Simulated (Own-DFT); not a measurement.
Simulation results for InP (zincblende, strained, atoms displaced)

A calculation, not a measurement: plane-wave PBE density functional theory by an unreviewed code, no spin, of a simulated periodic cell, stress positive in tension, free energy of the whole cell less one offset for each atom, forces on such cells moved up to 12 meV/angstrom on a denser k mesh; offsets are fitted by least squares, one for each functional and potential file, so energies compare only between cells with the same atoms and settings and are not formation energies; the far tail of each file's local potential was reset to the Coulomb form; each entry is a single point on an unrelaxed cell, so the pressure reflects the starting lattice, mostly measured values (interpolated for alloys), from which strain is counted, and rises with the displacements; printed positions are rounded, which can move forces by about a meV/angstrom; the program, named Own-DFT, is a retired in-house code; no spin-orbit coupling; before rounding, a Quantum ESPRESSO 7.3.1 run of the same cell and cutoff gave forces within 1 meV/angstrom rms on each cell, which checks the program and not the settings. Program: Own-DFT development build.

Settings shared by all entries: functional PBE; potential files PseudoDojo norm-conserving, scalar-relativistic, standard set; wave cutoff 36 hartree; occupations Fermi-Dirac; smearing width 0.1 eV; k mesh 3 x 3 x 3 centred on Gamma.

```yaml
- entry: 1
  formula: InP
  kind: "zincblende, strained, atoms displaced"
  structure:
    cell_angstrom: [[11.3066, 0.0, 0.0], [0.0, 11.3066, 0.0], [0.0, 0.0, 12.2113]]
    atoms_fractional:
      - [In, 0.00249, 0.99949, 0.99863]
      - [In, 0.99713, 0.24327, 0.25048]
      - [In, 0.25325, 0.00126, 0.24957]
      - [In, 0.24752, 0.25061, 0.99684]
      - [P, 0.12302, 0.12473, 0.12782]
      - [P, 0.12442, 0.37106, 0.37612]
      - [P, 0.3729, 0.12467, 0.37461]
      - [P, 0.37119, 0.37846, 0.12791]
      - [In, 0.99602, 0.99752, 0.50374]
      - [In, 0.0016, 0.25012, 0.7563]
      - [In, 0.25046, 0.00027, 0.74936]
      - [In, 0.25019, 0.24878, 0.50217]
      - [P, 0.12523, 0.12574, 0.62681]
      - [P, 0.12421, 0.37069, 0.8763]
      - [P, 0.37617, 0.12534, 0.87756]
      - [P, 0.37261, 0.37154, 0.6243]
      - [In, 0.00071, 0.50453, 0.99764]
      - [In, 0.99996, 0.7472, 0.25089]
      - [In, 0.25454, 0.49734, 0.2491]
      - [In, 0.24781, 0.74669, 0.99899]
      - [P, 0.12386, 0.62586, 0.12605]
      - [P, 0.12364, 0.87326, 0.37693]
      - [P, 0.37675, 0.62494, 0.3741]
      - [P, 0.37495, 0.87672, 0.12266]
      - [In, 0.00455, 0.49614, 0.49828]
      - [In, 0.99673, 0.75315, 0.74599]
      - [In, 0.24958, 0.4997, 0.75358]
      - [In, 0.24535, 0.74493, 0.50095]
      - [P, 0.12421, 0.62763, 0.62115]
      - [P, 0.12946, 0.8759, 0.87734]
      - [P, 0.3763, 0.62636, 0.87372]
      - [P, 0.37582, 0.8768, 0.62399]
      - [In, 0.49967, 0.99994, 0.9954]
      - [In, 0.49832, 0.24656, 0.25028]
      - [In, 0.74598, 0.00047, 0.25021]
      - [In, 0.75232, 0.25243, 0.00029]
      - [P, 0.62491, 0.12381, 0.129]
      - [P, 0.62976, 0.37777, 0.37233]
      - [P, 0.87431, 0.12523, 0.37298]
      - [P, 0.86931, 0.37445, 0.12226]
      - [In, 0.50495, 0.00338, 0.50211]
      - [In, 0.49942, 0.25209, 0.75415]
      - [In, 0.74724, 0.00106, 0.7489]
      - [In, 0.75313, 0.24893, 0.4958]
      - [P, 0.62494, 0.12352, 0.62736]
      - [P, 0.62258, 0.37241, 0.87618]
      - [P, 0.87399, 0.12724, 0.8758]
      - [P, 0.87275, 0.37711, 0.62531]
      - [In, 0.49894, 0.50375, 0.00062]
      - [In, 0.49829, 0.75442, 0.24879]
      - [In, 0.74794, 0.50171, 0.24671]
      - [In, 0.74913, 0.75339, 0.00169]
      - [P, 0.63024, 0.62747, 0.12044]
      - [P, 0.62073, 0.87975, 0.37459]
      - [P, 0.87368, 0.62052, 0.37374]
      - [P, 0.87129, 0.87571, 0.12382]
      - [In, 0.49742, 0.50503, 0.50035]
      - [In, 0.50194, 0.74875, 0.75047]
      - [In, 0.74803, 0.4986, 0.74992]
      - [In, 0.74663, 0.74563, 0.50003]
      - [P, 0.62436, 0.6284, 0.62941]
      - [P, 0.62872, 0.87711, 0.87371]
      - [P, 0.87601, 0.62285, 0.8721]
      - [P, 0.88036, 0.87344, 0.62762]
  results:
    "free_energy_of_cell_above_offsets [eV]": "-32.355"
    "pressure [GPa]": 5.99
    "stress_xx [GPa]": -7.12
    "stress_yy [GPa]": -7.14
    "stress_zz [GPa]": -3.72
    "stress_yz [GPa]": 0.08
    "stress_xz [GPa]": 0.1
    "stress_xy [GPa]": 0.08
    force_element: [In, In, In, In, P, P, P, P, In, In, In, In, P, P, P, P, In, In, In, In, P, P, P, P, In, In, In, In, P, P, P, P, In, In, In, In, P, P, P, P, In, In, In, In, P, P, P, P, In, In, In, In, P, P, P, P, In, In, In, In, P, P, P, P]
    "force_x [eV/angstrom]": [-0.323, 0.026, -0.463, 0.298, 0.377, 0.232, 0.297, 0.715, 0.482, -0.474, 0.188, -0.181, -0.337, 0.06, -0.343, 0.385, -0.127, -0.358, -0.888, 0.28, 0.254, 0.103, -0.289, -0.134, -0.494, 0.884, -0.174, 0.816, -0.219, -0.475, -0.142, -0.032, 0.391, 0.092, 0.418, -0.617, -0.198, -0.832, -0.025, 1.071, -0.719, -0.132, 0.705, -0.33, 0.138, 0.189, -0.045, 0.439, 0.047, 0.235, 0.201, 0.465, -0.874, 0.467, 0.099, 0.611, 0.46, -0.336, -0.053, 0.347, 0.007, -0.358, -0.277, -1.529]
    "force_y [eV/angstrom]": [0.046, 0.944, -0.376, -0.22, -0.059, -0.02, 0.012, -0.79, 0.433, -0.042, 0.02, -0.175, -0.06, 0.941, 0.066, 0.563, -0.519, 0.426, 0.438, 0.158, -0.34, 0.313, 0.315, -0.178, 0.175, -0.563, -0.02, 0.718, -0.758, -0.229, -0.069, -0.358, 0.001, 0.573, -0.189, -0.536, 0.212, -0.187, -0.747, 0.362, -0.057, -0.271, -0.048, 0.224, 0.86, 0.52, -0.483, -0.425, -0.335, -0.333, -0.065, -0.157, 0.024, -0.627, 0.195, 0.155, -0.622, 0.75, -0.087, 0.51, -0.566, -0.32, 0.564, 0.315]
    "force_z [eV/angstrom]": [0.199, -0.304, 0.107, 0.872, -0.471, -0.557, 0.454, -0.907, -0.498, -0.988, 0.055, -0.287, -0.007, 0.044, -0.373, 0.285, 0.367, 0.014, 0.653, 0.282, 0.052, -0.265, -0.147, -0.2, 0.191, 1.002, -0.524, -0.392, 0.988, -0.547, 0.124, -0.068, 0.597, 0.116, 0.058, -0.007, -0.953, 0.378, 0.413, 0.439, -0.119, -0.54, 0.025, 0.543, -0.212, 0.213, -0.002, 0.017, 0.127, -0.196, -0.057, -0.763, 0.574, 0.246, 0.236, 0.386, 0.171, 0.088, 0.161, -0.247, -0.435, 0.074, 0.08, -0.565]
- entry: 2
  formula: InP
  kind: "zincblende, strained, atoms displaced"
  structure:
    cell_angstrom: [[11.3066, 0.0, 0.0], [0.0, 11.3066, 0.0], [0.0, 0.0, 12.2113]]
    atoms_fractional:
      - [In, 0.00259, 0.00248, 0.9982]
      - [In, 0.00086, 0.24931, 0.25177]
      - [In, 0.24833, 0.00397, 0.24782]
      - [In, 0.24968, 0.24732, 0.00163]
      - [P, 0.12328, 0.12592, 0.12145]
      - [P, 0.12163, 0.37574, 0.37311]
      - [P, 0.37644, 0.1261, 0.37222]
      - [P, 0.37477, 0.3764, 0.12615]
      - [In, 0.00088, 0.99621, 0.50059]
      - [In, 0.99996, 0.25132, 0.74786]
      - [In, 0.25066, 0.00011, 0.75049]
      - [In, 0.24974, 0.24982, 0.49906]
      - [P, 0.12243, 0.12249, 0.62508]
      - [P, 0.12763, 0.37531, 0.8778]
      - [P, 0.37667, 0.12076, 0.87277]
      - [P, 0.3757, 0.37253, 0.62656]
      - [In, 0.00073, 0.50242, 0.00035]
      - [In, 0.99973, 0.752, 0.24685]
      - [In, 0.24686, 0.50264, 0.24486]
      - [In, 0.25169, 0.75475, 0.99859]
      - [P, 0.12109, 0.62575, 0.12164]
      - [P, 0.11897, 0.87454, 0.37327]
      - [P, 0.37852, 0.62555, 0.37644]
      - [P, 0.36962, 0.87902, 0.12577]
      - [In, 0.00596, 0.49968, 0.49904]
      - [In, 0.00034, 0.75436, 0.74779]
      - [In, 0.24532, 0.50339, 0.75164]
      - [In, 0.24426, 0.75091, 0.50063]
      - [P, 0.12164, 0.62811, 0.62211]
      - [P, 0.12851, 0.877, 0.87271]
      - [P, 0.37425, 0.62354, 0.87353]
      - [P, 0.37433, 0.87451, 0.62373]
      - [In, 0.49701, 0.00403, 0.00657]
      - [In, 0.50366, 0.25044, 0.2487]
      - [In, 0.75167, 0.00236, 0.24947]
      - [In, 0.74641, 0.24823, 0.00146]
      - [P, 0.62306, 0.12373, 0.12547]
      - [P, 0.62163, 0.3749, 0.37338]
      - [P, 0.87383, 0.12551, 0.37134]
      - [P, 0.87054, 0.3791, 0.12443]
      - [In, 0.49965, 0.99912, 0.50466]
      - [In, 0.49893, 0.24963, 0.74547]
      - [In, 0.74578, 0.99995, 0.75073]
      - [In, 0.74663, 0.25023, 0.50005]
      - [P, 0.62549, 0.12809, 0.62258]
      - [P, 0.62536, 0.37767, 0.87955]
      - [P, 0.87314, 0.12504, 0.87132]
      - [P, 0.87347, 0.37134, 0.62462]
      - [In, 0.49532, 0.50096, 0.00241]
      - [In, 0.5021, 0.75071, 0.24886]
      - [In, 0.74995, 0.49941, 0.2487]
      - [In, 0.75172, 0.75021, 0.00115]
      - [P, 0.62552, 0.62358, 0.12967]
      - [P, 0.62688, 0.87071, 0.37796]
      - [P, 0.87657, 0.62601, 0.37225]
      - [P, 0.87917, 0.87482, 0.12426]
      - [In, 0.50279, 0.49828, 0.49883]
      - [In, 0.50268, 0.74628, 0.75392]
      - [In, 0.75306, 0.49959, 0.74686]
      - [In, 0.74905, 0.75122, 0.50222]
      - [P, 0.62411, 0.61875, 0.62526]
      - [P, 0.62869, 0.87048, 0.87582]
      - [P, 0.87519, 0.62426, 0.87603]
      - [P, 0.87513, 0.87579, 0.62676]
  results:
    "free_energy_of_cell_above_offsets [eV]": "-32.567"
    "pressure [GPa]": 5.93
    "stress_xx [GPa]": -7.07
    "stress_yy [GPa]": -7.1
    "stress_zz [GPa]": -3.62
    "stress_yz [GPa]": -0.14
    "stress_xz [GPa]": -0.32
    "stress_xy [GPa]": -0.15
    force_element: [In, In, In, In, P, P, P, P, In, In, In, In, P, P, P, P, In, In, In, In, P, P, P, P, In, In, In, In, P, P, P, P, In, In, In, In, P, P, P, P, In, In, In, In, P, P, P, P, In, In, In, In, P, P, P, P, In, In, In, In, P, P, P, P]
    "force_x [eV/angstrom]": [-0.412, -0.397, -0.287, 0.536, -0.073, 0.754, 0.02, -0.143, -0.45, 0.155, 0.094, -0.07, 0.332, -0.384, 0.059, -0.549, -0.321, -0.066, 0.222, -0.132, 0.574, 0.732, -0.673, 0.513, -0.974, -0.117, 0.191, 0.616, 0.171, -0.424, -0.131, 0.016, 0.177, -0.473, -0.218, 0.38, 0.384, 0.59, 0.157, 0.611, 0.032, 0.364, 0.121, 0.35, -0.063, -0.257, 0.083, 0.359, 0.422, -0.342, 0.039, 0.031, -0.172, -0.223, -0.11, -0.419, -0.531, -0.138, -0.128, 0.343, 0.135, -0.651, 0.165, -0.399]
    "force_y [eV/angstrom]": [-0.231, 0.259, -0.063, 0.177, 0.13, -0.071, -0.181, -0.421, 0.42, -0.029, 0.016, -0.046, 0.202, -0.168, 0.549, 0.667, -0.472, -0.39, 0.111, -0.476, 0.487, 0.175, 0.03, -0.483, -0.013, -0.347, -0.268, 0.097, -0.275, -0.15, 0.238, -0.376, -0.657, 0.049, -0.642, 0.11, 0.072, 0.001, -0.017, -0.703, 0.031, 0.131, 0.018, 0.099, -0.472, -0.144, 0.121, 0.432, 0.117, 0.199, 0.072, -0.318, 0.275, 0.808, -0.101, 0.464, -0.097, 0.187, -0.173, -0.592, 0.599, 0.632, 0.231, 0.169]
    "force_z [eV/angstrom]": [-0.374, -0.622, 0.552, -0.36, 0.506, -0.025, 0.286, -0.006, -0.183, 0.396, -0.442, -0.02, -0.123, -0.228, 0.26, -0.312, -0.241, 0.211, 0.643, -0.03, 0.086, -0.158, -0.203, 0.209, -0.009, 0.578, -0.481, -0.538, 0.583, 0.167, 0.365, 0.473, -0.882, 0.004, 0.022, -0.221, 0.188, 0.059, 0.791, -0.111, -0.717, 0.956, -0.173, -0.59, 0.343, -0.66, 0.434, -0.426, -0.099, 0.139, 0.652, 0.291, -0.807, -0.369, 0.424, -0.254, 0.154, -0.554, 0.598, 0.087, -0.008, 0.371, -0.436, -0.163]
- entry: 3
  formula: InP
  kind: "zincblende, strained, atoms displaced"
  structure:
    cell_angstrom: [[11.3066, 0.0, 0.0], [0.0, 11.3066, 0.0], [0.0, 0.0, 12.2113]]
    atoms_fractional:
      - [In, 0.99981, 0.00657, 0.9981]
      - [In, 0.00409, 0.25452, 0.24993]
      - [In, 0.25218, 0.99643, 0.25062]
      - [In, 0.24683, 0.24982, 0.99769]
      - [P, 0.12272, 0.12417, 0.1257]
      - [P, 0.12554, 0.37071, 0.37535]
      - [P, 0.37551, 0.1252, 0.37335]
      - [P, 0.37581, 0.37602, 0.12198]
      - [In, 0.00074, 0.99714, 0.49873]
      - [In, 7.0e-05, 0.25161, 0.74773]
      - [In, 0.25153, 0.00336, 0.74865]
      - [In, 0.25129, 0.24848, 0.50016]
      - [P, 0.1237, 0.12148, 0.62225]
      - [P, 0.12597, 0.37108, 0.87131]
      - [P, 0.3755, 0.12716, 0.87589]
      - [P, 0.37442, 0.377, 0.62459]
      - [In, 0.99437, 0.50019, 0.99803]
      - [In, 0.99866, 0.74846, 0.25131]
      - [In, 0.25223, 0.50004, 0.24895]
      - [In, 0.24495, 0.75214, 0.99933]
      - [P, 0.12487, 0.62459, 0.12759]
      - [P, 0.12014, 0.87889, 0.37608]
      - [P, 0.37517, 0.62455, 0.37313]
      - [P, 0.37696, 0.87429, 0.12292]
      - [In, 0.99731, 0.50253, 0.49947]
      - [In, 0.99866, 0.74954, 0.74548]
      - [In, 0.24878, 0.50412, 0.74594]
      - [In, 0.25245, 0.75174, 0.4953]
      - [P, 0.12521, 0.62092, 0.6251]
      - [P, 0.12371, 0.87223, 0.87409]
      - [P, 0.37567, 0.62413, 0.87088]
      - [P, 0.37268, 0.87268, 0.61954]
      - [In, 0.50062, 0.99625, 0.99491]
      - [In, 0.49909, 0.24967, 0.25214]
      - [In, 0.74841, 0.00038, 0.24923]
      - [In, 0.74805, 0.24907, 0.0019]
      - [P, 0.62458, 0.12468, 0.12321]
      - [P, 0.62089, 0.37509, 0.37609]
      - [P, 0.8696, 0.12671, 0.37651]
      - [P, 0.88079, 0.37419, 0.12506]
      - [In, 0.50219, 0.99727, 0.49951]
      - [In, 0.49788, 0.24705, 0.75167]
      - [In, 0.74834, 0.99857, 0.74955]
      - [In, 0.74559, 0.2553, 0.50461]
      - [P, 0.62471, 0.12674, 0.62798]
      - [P, 0.62118, 0.37171, 0.87426]
      - [P, 0.8745, 0.12632, 0.87462]
      - [P, 0.87492, 0.37311, 0.63191]
      - [In, 0.49889, 0.50102, 0.00138]
      - [In, 0.49652, 0.74793, 0.24972]
      - [In, 0.75527, 0.4983, 0.24954]
      - [In, 0.74716, 0.75542, 0.0004]
      - [P, 0.62441, 0.62413, 0.12175]
      - [P, 0.62227, 0.87606, 0.37313]
      - [P, 0.87005, 0.63111, 0.38181]
      - [P, 0.87236, 0.87321, 0.12496]
      - [In, 0.5001, 0.50284, 0.50271]
      - [In, 0.49517, 0.75069, 0.75347]
      - [In, 0.74935, 0.50187, 0.75215]
      - [In, 0.75358, 0.7475, 0.50003]
      - [P, 0.62223, 0.6242, 0.62479]
      - [P, 0.62788, 0.87368, 0.87856]
      - [P, 0.87128, 0.62633, 0.87738]
      - [P, 0.87104, 0.87325, 0.62746]
  results:
    "free_energy_of_cell_above_offsets [eV]": "-32.474"
    "pressure [GPa]": 5.95
    "stress_xx [GPa]": -7.1
    "stress_yy [GPa]": -7.08
    "stress_zz [GPa]": -3.66
    "stress_yz [GPa]": -0.15
    "stress_xz [GPa]": -0.31
    "stress_xy [GPa]": 0.17
    force_element: [In, In, In, In, P, P, P, P, In, In, In, In, P, P, P, P, In, In, In, In, P, P, P, P, In, In, In, In, P, P, P, P, In, In, In, In, P, P, P, P, In, In, In, In, P, P, P, P, In, In, In, In, P, P, P, P, In, In, In, In, P, P, P, P]
    "force_x [eV/angstrom]": [-0.127, -0.463, -0.167, 0.105, 0.495, 0.155, -0.045, -0.238, -0.911, 0.252, -0.086, 0.026, 0.019, -0.132, -0.237, 0.045, 0.786, -0.093, -0.207, 0.45, -0.226, 0.565, -0.055, -0.249, 0.045, 0.067, 0.196, -0.676, -0.144, -0.171, -0.537, 0.295, -0.089, 0.063, 0.074, 0.16, -0.392, 0.391, 0.391, -0.598, -0.081, -0.06, 0.058, 0.288, -0.231, 0.306, -0.185, -0.212, 0.094, 0.478, -0.455, 0.349, 0.266, 0.388, 0.83, 0.516, -0.202, 0.508, -0.322, -1.384, 0.341, -0.48, 0.166, 0.288]
    "force_y [eV/angstrom]": [-0.768, -0.807, 0.24, -0.025, 0.014, 0.856, -0.284, -0.392, 0.476, -0.697, -0.427, -0.027, 0.342, 0.805, -0.453, -0.349, 0.019, 0.161, -0.334, -0.398, -0.137, -0.686, -0.174, -0.041, -0.615, -0.281, -0.64, -0.366, 0.831, 0.592, -0.047, 0.354, 0.496, 0.033, 0.042, 0.252, -0.128, 0.378, 0.205, -0.076, 0.436, 0.41, 0.255, -0.209, -0.373, 0.381, 0.1, 0.67, -0.095, 0.071, 0.156, -0.715, 0.081, -0.508, -1.059, 0.417, -0.218, 0.303, -0.194, 0.891, 0.494, 0.147, 0.344, 0.271]
    "force_z [eV/angstrom]": [0.108, 0.252, -0.228, 0.471, 0.14, 0.268, 0.311, 0.29, 0.313, 0.21, 0.103, 0.139, 0.218, 0.194, 0.048, 0.065, -0.145, -0.055, 0.092, 0.057, -0.347, -0.487, 0.26, -0.049, 0.071, 0.481, 0.558, 0.044, -0.671, -0.303, 0.851, 0.749, 0.499, -0.571, 0.023, -0.191, 0.173, -0.123, 0.01, -0.067, 0.133, -0.37, 0.286, -0.237, -0.26, 0.238, -0.258, -0.861, -0.544, -0.223, 0.126, 0.383, 0.589, 0.082, -1.281, 0.046, -0.355, -0.575, 0.055, 0.657, 0.385, -1.055, -0.294, -0.429]
```
